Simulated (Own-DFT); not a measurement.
# Point defects and the pressure they add: monoclinic HfO2

No measurement is shown. These are fixed-geometry runs of a retired plane-wave code named Own-DFT, which no person has reviewed; spin and spin-orbit coupling are neglected.

All runs used: PBE; PseudoDojo norm-conserving scalar-relativistic files; cutoff 72 hartree; 2 x 2 x 2 k mesh centred on Gamma; Fermi-Dirac smearing of 0.1 eV.

Caveats (not all hold for every row): a neutral cation vacancy leaves holes that likely carry spin, which these runs leave out; not probed for a lower state with spin; hafnium file: forces about 75 meV/angstrom off all-electron values; oxygen file: force components 24 meV/angstrom off all-electron in a glass; forces on such cells passed a denser k mesh, each cell not checked; stress not checked against mesh or cutoff.

All runs share one cell, with vectors in Å (10.234, 0.000, 0.000); (0.000, 10.350, 0.000); (-1.696, 0.000, 10.445) and a volume of 1106.4 Å³. Atoms were moved at random from their sites; u is the rms move along one axis. The defect's site can differ from row to row.

| cell | formula | u (Å) | P (GPa) |
|---|---|---|---|
| no defect | Hf32O64 | 0.0206 | 3.73 |
| no defect | Hf32O64 | 0.0485 | 5.58 |
| no defect | Hf32O64 | 0.0519 | 5.80 |
| one O vacancy | Hf32O63 | 0.0297 | 3.82 |
| one O vacancy | Hf32O63 | 0.0304 | 3.65 |
| one O vacancy | Hf32O63 | 0.0483 | 5.61 |
| two O vacancies | Hf32O62 | 0.0301 | 3.70 |
| two O vacancies | Hf32O62 | 0.0316 | ? |
| two O vacancies | Hf32O62 | 0.0471 | 5.06 |
| two O vacancies | Hf32O62 | 0.0510 | 5.63 |
| two Al on a Hf site each and one O vacancy | Al2Hf30O63 | 0.0302 | 1.96 |
| two Al on a Hf site each and one O vacancy | Al2Hf30O63 | 0.0493 | 2.87 |
| two Al on a Hf site each and one O vacancy | Al2Hf30O63 | 0.0526 | 3.33 |
| one Hf vacancy | Hf31O64 | 0.0304 | 3.63 |
| one Hf vacancy | Hf31O64 | 0.0308 | 4.13 |
| one Hf vacancy | Hf31O64 | 0.0500 | 5.70 |

## Fit

P = P0 + c u² + a shift for each defect gives P0 = 3.21 GPa, c = 1004 ± 82 GPa/Å² and a scatter of 0.25 GPa. The shifts, and each times the cell's volume:

- one Hf vacancy: -0.18 ± 0.21 GPa, -1.3 eV (not resolved)
- one O vacancy: -0.23 ± 0.21 GPa, -1.6 eV (not resolved)
- two O vacancies: -0.33 ± 0.21 GPa, -2.3 eV (-1.1 eV for each of its 2 sites) (not resolved)
- two Al on a Hf site each and one O vacancy: -2.53 ± 0.21 GPa, -17.5 eV

Positive is outwards. The product with the volume (160.2 GPa Å³ to the eV) is nearly free of the cell's size; divided by the bulk modulus at the cell's pressure it gives the volume that the defect adds. The atoms around the defects weren't relaxed, which would change these numbers.

## Prediction

Asked: what pressure belongs in the blank (two O vacancies, u = 0.0316 Å)?

The fitted form gives 3.88 ± 0.30 GPa. The hidden result is 4.04 GPa.
